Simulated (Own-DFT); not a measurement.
Simulation results for Al$_{3}$GaN$_{4}$ (wurtzite random alloy, strained, atoms displaced)

A calculation, not a measurement: plane-wave density functional theory by an unreviewed code, no spin, of a simulated periodic cell, stress positive in tension, run twice, with PBE and with PBEsol, both on files made for PBE, so the change isn't that of files made for PBEsol, forces on such cells passed a denser k mesh, this cell's mesh not checked; the far tail of each file's local potential was reset to the Coulomb form; each entry is a single point on an unrelaxed cell, so the pressure reflects the starting lattice, mostly measured values (interpolated for alloys), from which strain is counted, and rises with the displacements; printed positions are rounded, which can move forces by about a meV/angstrom; the program, named Own-DFT, is a retired in-house code; no spin-orbit coupling; stress was not checked against mesh or cutoff. Program: Own-DFT development build.

```yaml
- formula: Al3GaN4
  kind: "wurtzite random alloy, strained, atoms displaced"
  structure:
    cell_angstrom: [[9.6051, 0.0, 0.0], [-4.8026, 8.3183, 0.0], [0.0, 0.0, 10.0655]]
    atoms_fractional:
      - [Ga, 0.10431, 0.22261, 0.99862]
      - [Al, 0.21596, 0.11172, 0.24936]
      - ["N", 0.12155, 0.22947, 0.19629]
      - ["N", 0.23631, 0.12602, 0.43748]
      - [Al, 0.11377, 0.22351, 0.50366]
      - [Al, 0.22247, 0.10583, 0.74883]
      - ["N", 0.11304, 0.21807, 0.69401]
      - ["N", 0.22962, 0.12328, 0.94206]
      - [Al, 0.11539, 0.56271, 0.0033]
      - [Al, 0.22419, 0.44991, 0.25474]
      - ["N", 0.11078, 0.55157, 0.19158]
      - ["N", 0.21953, 0.43652, 0.44282]
      - [Al, 0.113, 0.55421, 0.49424]
      - [Ga, 0.2194, 0.44484, 0.76035]
      - ["N", 0.11917, 0.55781, 0.68589]
      - ["N", 0.22068, 0.44635, 0.94206]
      - [Al, 0.1096, 0.88817, 0.00539]
      - [Ga, 0.20985, 0.77196, 0.25222]
      - ["N", 0.11581, 0.88869, 0.18556]
      - ["N", 0.22242, 0.78164, 0.44153]
      - [Al, 0.10637, 0.89438, 0.50171]
      - [Al, 0.21868, 0.76966, 0.74928]
      - ["N", 0.11948, 0.89378, 0.69142]
      - ["N", 0.21687, 0.77784, 0.93515]
      - [Ga, 0.44471, 0.22071, 0.00782]
      - [Al, 0.54838, 0.11296, 0.24666]
      - ["N", 0.43905, 0.21367, 0.19404]
      - ["N", 0.5565, 0.10989, 0.44478]
      - [Ga, 0.44125, 0.22346, 0.50374]
      - [Ga, 0.55207, 0.11127, 0.75209]
      - ["N", 0.44894, 0.23204, 0.69118]
      - ["N", 0.55309, 0.11003, 0.94032]
      - [Al, 0.4519, 0.55785, 0.99658]
      - [Al, 0.54737, 0.43991, 0.24244]
      - ["N", 0.44329, 0.5527, 0.18922]
      - ["N", 0.55246, 0.44391, 0.43688]
      - [Al, 0.4371, 0.55035, 0.50655]
      - [Al, 0.56009, 0.4442, 0.75638]
      - ["N", 0.45441, 0.54604, 0.6871]
      - ["N", 0.5481, 0.44397, 0.94643]
      - [Al, 0.44388, 0.88517, 0.9981]
      - [Al, 0.55414, 0.77265, 0.24816]
      - ["N", 0.44367, 0.88483, 0.18895]
      - ["N", 0.55593, 0.77498, 0.43918]
      - [Al, 0.44453, 0.884, 0.50191]
      - [Al, 0.56947, 0.78902, 0.74736]
      - ["N", 0.45336, 0.89685, 0.69229]
      - ["N", 0.54056, 0.77116, 0.94357]
      - [Al, 0.77291, 0.21482, 0.00253]
      - [Al, 0.8947, 0.1206, 0.24996]
      - ["N", 0.7765, 0.22794, 0.19807]
      - ["N", 0.88566, 0.11094, 0.43995]
      - [Al, 0.77337, 0.22654, 0.50013]
      - [Al, 0.88419, 0.10906, 0.74818]
      - ["N", 0.77422, 0.22057, 0.68571]
      - ["N", 0.87422, 0.10208, 0.94118]
      - [Al, 0.77914, 0.56588, 0.99381]
      - [Ga, 0.89243, 0.45993, 0.24997]
      - ["N", 0.77207, 0.55446, 0.19689]
      - ["N", 0.87542, 0.44289, 0.43474]
      - [Al, 0.77876, 0.55945, 0.49813]
      - [Al, 0.88396, 0.44841, 0.75222]
      - ["N", 0.77912, 0.55265, 0.69003]
      - ["N", 0.88789, 0.44322, 0.93508]
      - [Al, 0.77468, 0.87634, 0.00152]
      - [Al, 0.89316, 0.77284, 0.25384]
      - ["N", 0.77496, 0.89587, 0.18534]
      - ["N", 0.88047, 0.78419, 0.44478]
      - [Ga, 0.77721, 0.88548, 0.49034]
      - [Ga, 0.89117, 0.77376, 0.74955]
      - ["N", 0.77321, 0.89231, 0.69628]
      - ["N", 0.90077, 0.78179, 0.94452]
  settings:
    functional: "PBE, then PBEsol"
    potential_files: "PseudoDojo norm-conserving, scalar-relativistic, standard set"
    "wave_cutoff [hartree]": 42.0
    occupations: Fermi-Dirac
    "smearing_width [eV]": 0.1
    k_mesh: "4 x 4 x 3 centred on Gamma"
  results:
    "PBE_pressure [GPa]": -2.53
    "PBE_stress_xx [GPa]": 4.96
    "PBE_stress_yy [GPa]": 5.77
    "PBE_stress_zz [GPa]": -3.12
    "PBE_stress_yz [GPa]": -0.15
    "PBE_stress_xz [GPa]": -0.37
    "PBE_stress_xy [GPa]": 1.49
    "PBEsol_pressure [GPa]": -5.49
    "PBEsol_stress_xx [GPa]": 7.87
    "PBEsol_stress_yy [GPa]": 8.65
    "PBEsol_stress_zz [GPa]": -0.07
    "PBEsol_stress_yz [GPa]": -0.15
    "PBEsol_stress_xz [GPa]": -0.36
    "PBEsol_stress_xy [GPa]": 1.48
    force_element: [Ga, Al, "N", "N", Al, Al, "N", "N", Al, Al, "N", "N", Al, Ga, "N", "N", Al, Ga, "N", "N", Al, Al, "N", "N", Ga, Al, "N", "N", Ga, Ga, "N", "N", Al, Al, "N", "N", Al, Al, "N", "N", Al, Al, "N", "N", Al, Al, "N", "N", Al, Al, "N", "N", Al, Al, "N", "N", Al, Ga, "N", "N", Al, Al, "N", "N", Al, Al, "N", "N", Ga, Ga, "N", "N"]
    "PBE_force_x [eV/angstrom]": [0.29, 1.269, -1.488, -2.966, -0.486, 0.064, -0.687, -0.626, -0.327, 0.825, 0.356, -0.668, -0.667, 1.147, -1.642, 0.016, 1.213, 2.314, -2.131, -0.587, 1.073, 0.676, -0.085, 0.373, -0.061, 1.765, -0.865, -0.227, 2.083, 0.138, -0.567, 0.715, -2.187, 0.38, -0.357, 0.139, 1.288, -0.498, -1.237, 2.014, -1.1, -0.299, -0.163, -1.418, 0.06, -2.26, -0.516, 2.35, -0.385, -0.626, 0.222, 0.658, 0.27, 0.17, 0.914, 0.583, 0.774, 0.194, -0.853, 1.635, -1.248, 1.794, -0.5, -0.291, -1.076, -1.621, 1.312, 4.521, -2.893, -0.455, 2.093, -1.629]
    "PBE_force_y [eV/angstrom]": [-0.156, 0.11, -0.273, -2.789, -0.608, 1.707, -0.596, -2.315, -0.828, -0.672, 0.243, 1.325, -0.16, -0.325, -0.104, 0.954, 1.265, 0.892, 0.394, -0.613, 0.402, 1.209, -0.82, 0.074, -0.135, -1.025, 0.989, -0.699, 0.809, 0.81, -0.879, -0.468, -0.419, -0.12, 0.267, 1.198, 0.11, -0.322, 1.736, 1.119, 0.501, 0.683, 0.348, -0.958, 1.252, -2.102, -2.51, 0.303, 0.894, -0.455, -0.647, 1.181, -0.81, 0.772, 1.2, -0.17, -1.874, -2.335, 1.428, 1.043, -0.917, -1.26, 0.137, 0.413, 1.42, 0.922, -0.778, -1.842, 2.03, 1.088, 0.188, -0.435]
    "PBE_force_z [eV/angstrom]": [0.173, 0.129, -0.086, -0.059, -0.16, 0.799, -0.245, -0.461, -0.946, -0.564, -0.337, -0.127, 0.597, -2.219, -0.201, 2.02, -1.793, -0.301, 1.557, 1.149, -0.247, -0.484, -0.573, 1.086, -1.059, 1.438, 0.712, -0.897, -0.525, -0.788, 1.495, 1.381, 0.735, 1.532, -0.182, -0.139, -1.339, -0.729, 1.459, -0.66, 0.387, -0.123, 0.016, 0.032, -0.465, 0.624, -0.328, -1.049, 0.245, -0.046, -1.325, 0.128, -0.729, 0.018, 0.854, -0.247, 1.114, -0.669, -1.827, 2.302, -0.194, -0.992, -0.074, 1.574, -0.434, -0.804, 1.214, -1.228, 1.692, -0.27, -0.615, 0.078]
    "PBEsol_force_x [eV/angstrom]": [0.315, 1.284, -1.494, -2.766, -0.48, 0.074, -0.684, -0.611, -0.345, 0.822, 0.194, -0.657, -0.675, 1.114, -1.5, 0.023, 1.228, 2.26, -1.965, -0.594, 1.057, 0.676, -0.197, 0.37, -0.081, 1.756, -0.884, -0.355, 2.033, 0.138, -0.445, 0.571, -2.198, 0.387, -0.365, 0.135, 1.27, -0.471, -1.329, 2.02, -1.131, -0.289, -0.267, -1.256, 0.054, -2.281, -0.525, 2.346, -0.386, -0.612, 0.215, 0.65, 0.27, 0.184, 0.77, 0.7, 0.781, 0.176, -0.694, 1.639, -1.255, 1.812, -0.516, -0.285, -1.069, -1.603, 1.306, 4.28, -2.819, -0.438, 2.233, -1.62]
    "PBEsol_force_y [eV/angstrom]": [-0.133, 0.089, -0.253, -2.663, -0.612, 1.711, -0.449, -2.151, -0.825, -0.66, 0.324, 1.309, -0.169, -0.336, -0.209, 0.795, 1.28, 0.881, 0.297, -0.609, 0.404, 1.217, -0.907, 0.085, -0.133, -1.024, 0.99, -0.629, 0.793, 0.789, -0.961, -0.39, -0.437, -0.147, 0.268, 1.041, 0.105, -0.322, 1.682, 0.939, 0.504, 0.676, 0.286, -0.876, 1.254, -2.132, -2.31, 0.313, 0.927, -0.453, -0.502, 1.018, -0.803, 0.793, 1.117, -0.122, -1.891, -2.298, 1.328, 1.044, -0.892, -1.256, 0.298, 0.407, 1.401, 0.927, -0.764, -1.716, 1.973, 1.065, 0.131, -0.425]
    "PBEsol_force_z [eV/angstrom]": [0.17, 0.102, -0.221, 0.022, -0.161, 0.794, -0.176, -0.343, -0.953, -0.568, -0.214, -0.119, 0.556, -2.152, -0.136, 1.869, -1.813, -0.289, 1.639, 0.986, -0.266, -0.488, -0.514, 1.09, -1.029, 1.432, 0.534, -0.842, -0.51, -0.772, 1.354, 1.251, 0.725, 1.5, -0.184, -0.08, -1.36, -0.71, 1.52, -0.591, 0.364, -0.128, 0.069, 0.091, -0.477, 0.626, -0.249, -1.041, 0.238, -0.072, -1.252, 0.189, -0.748, 0.014, 0.918, -0.198, 1.105, -0.63, -1.757, 2.098, -0.199, -1.001, -0.028, 1.595, -0.474, -0.802, 1.234, -1.144, 1.653, -0.254, -0.711, -0.08]
    "rms_change_of_force_components_from_PBE_to_PBEsol [eV/angstrom]": 0.071
```
